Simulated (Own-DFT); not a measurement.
# Bulk modulus against bond length in tetrahedral crystals

Source: density functional calculations with Own-DFT, an unreviewed in-house program that is no longer used. Nothing was measured or relaxed, and spin and spin-orbit coupling are left out.

Limits (not all hold for every row): forces on such cells moved up to 12 meV/angstrom on a denser k mesh; forces not confirmed at this smearing and k mesh; k mesh not checked against a denser one; forces on such cells passed a denser k mesh, each cell not checked; stress not checked against mesh or cutoff.

All runs are PBE with PseudoDojo norm-conserving files; cutoff and k mesh are each material's own. Every cell starts from measured lattice constants and was given uniform random strains and small random moves of its atoms. Each triple is the change of volume in per cent, the rms move u in Å and the pressure in GPa.

- 3C SiC (C32Si32), 10.36 Å³/atom unstrained: (-2.42, 0.054, 11.96); (-1.72, 0.050, 10.15); (-0.65, 0.049, 6.75); (-0.16, 0.049, 6.53); (1.05, 0.053, 3.67); (1.52, 0.048, 2.21); (2.01, 0.051, 0.90)
- wurtzite GaN (Ga36N36), 11.42 Å³/atom unstrained: withheld
- diamond silicon (Si64), 20.02 Å³/atom unstrained: (-3.48, 0.053, 6.34); (-3.03, 0.048, 5.68); (-2.24, 0.051, 5.32); (-0.49, 0.054, 3.39); (-0.43, 0.054, 3.33); (0.23, 0.051, 2.61); (1.30, 0.048, 1.38)
- zincblende GaP (Ga32P32), 20.24 Å³/atom unstrained: (-1.02, 0.050, 4.35); (-0.43, 0.049, 3.93); (0.52, 0.051, 2.92); (1.38, 0.052, 2.23); (1.47, 0.048, 1.95); (1.51, 0.048, 2.10); (2.30, 0.048, 1.47)
- zincblende InP (In32P32), 25.27 Å³/atom unstrained: (-1.97, 0.047, 5.28); (-1.56, 0.051, 4.96); (-1.03, 0.050, 4.45); (0.18, 0.054, 3.49); (0.20, 0.048, 3.49); (0.61, 0.048, 3.03); (1.08, 0.052, 2.91)
- grey tin (Sn64), 34.15 Å³/atom unstrained: (-3.34, 0.051, 5.64); (-2.51, 0.049, 5.10); (-1.92, 0.047, 4.73); (-1.53, 0.055, 4.64); (-0.62, 0.047, 4.05); (0.57, 0.049, 3.34); (1.94, 0.050, 2.74)

## What the rows give

Fit a line to each set against the fractional change of volume; B is minus its slope, and u is nearly the same within a set. To take it to zero pressure, assume that B rises by 4 GPa for each GPa: B0 = B - 4 x (mean pressure). The bond length of an ideal tetrahedral crystal with the unstrained volume v is d = (√3/4)(8 v)^(1/3). Cohen's empirical rule reads B0 = (1971 - 220 L) d^(-3.5) GPa, with L = 0 for group IV crystals and SiC and 1 for III-V compounds.

```
                material  L  d (Å)  B (GPa)  mean P (GPa)  B0 (GPa)  rule (GPa)
        3C SiC (C32Si32)  0  1.888  243 ± 9           6.0   219 ± 9         213
  wurtzite GaN (Ga36N36)  1  1.950        ?             ?         ?         169
  diamond silicon (Si64)  0  2.352  101 ± 4           4.0    85 ± 4          99
zincblende GaP (Ga32P32)  1  2.360   90 ± 3           2.7    79 ± 3          87
zincblende InP (In32P32)  1  2.541   81 ± 3           3.9    65 ± 3          67
         grey tin (Sn64)  0  2.810   55 ± 2           4.3    38 ± 2          53
```

A line through ln[B0/(1971 - 220 L)] against ln d has a slope of -4.2 ± 0.4 and a scatter of 10 %. Against the rule, B0 stands at 103 % for 3C SiC, 86 % for diamond silicon, 92 % for zincblende GaP, 98 % for zincblende InP, 72 % for grey tin. PBE tends to make silicon and heavier crystals too soft, and the rule itself is only a guide.

## The run left out

The question: what B0 does the fitted trend give for wurtzite GaN (Ga36N36)?

From the line: 174 GPa. Its own runs give B = 201 ± 12 GPa at a mean pressure of 6.2 GPa, so B0 = 176 GPa.
